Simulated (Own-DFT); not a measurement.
# Energy and forces against displacement in grey tin, 64 atoms (Sn64)

All numbers below are calculated, not measured. They come from Own-DFT, an in-house plane-wave density functional program, since retired, whose code no person has reviewed. Each row is one single-point run on a periodic cell that was not relaxed, without spin or spin-orbit coupling.

Settings of every run: PBE; PseudoDojo norm-conserving scalar-relativistic files; cutoff 42 hartree; 3 x 3 x 3 k mesh centred on Gamma; cold (Marzari-Vanderbilt) smearing of 0.2 eV.

Known limits: forces on such cells moved up to 12 meV/angstrom on a denser k mesh; stress not checked against mesh or cutoff.

Cell vectors in Å: (12.978, 0.000, 0.000); (0.000, 12.978, 0.000); (0.000, 0.000, 12.978). In each run every atom was moved at random and independently from its ideal site; u is the rms move along one axis. E is the free energy for each atom above the fitted value at u = 0, and F the rms of the force components.

| run | u (Å) | E (meV/atom) | F (eV/Å) | largest force (eV/Å) | P (GPa) |
|---|---|---|---|---|---|
| 1 | 0.0192 | 4.8 | 0.211 | 0.71 | 3.38 |
| 2 | 0.0198 | 4.3 | 0.198 | 0.63 | 3.37 |
| 3 | 0.0491 | 32.0 | 0.548 | 2.17 | 3.63 |
| 4 | 0.0528 | ? | ? | ? | ? |
| 5 | 0.0955 | 102.5 | 0.987 | 3.40 | 4.25 |
| 6 | 0.0983 | 119.7 | 1.079 | 3.75 | 4.42 |
| 7 | 0.1430 | 240.3 | 1.705 | 7.84 | 5.51 |

## Worked fit

For small independent moves the energy grows as E = (3/2) K u², with K the mean stiffness felt by one atom. The runs with u up to 0.11 Å give K = 8.1 ± 0.4 eV/Å², with residuals divided by u² + 0.0006 Å², since the noise grows with the moves. The scatter is 2.5 meV/atom at u = 0.05 Å. The forces follow F = G u with G = 10.7 eV/Å²; no force at u = 0 is resolved. G exceeds K because the moves of its neighbours add to the force on an atom, and stiffness differs between atoms. At u = 0.143 Å the parabola gives 249 meV/atom and the run 240. The pressure follows P = 3.35 + 106 u² GPa: at fixed volume, shortened bonds push harder than stretched ones pull.

## Withheld run

Question: what energy and rms force should run 4 give?

The fit gives 34 ± 3 meV/atom and about 0.56 eV/Å. The calculation gave 33.4 meV/atom and 0.566 eV/Å.
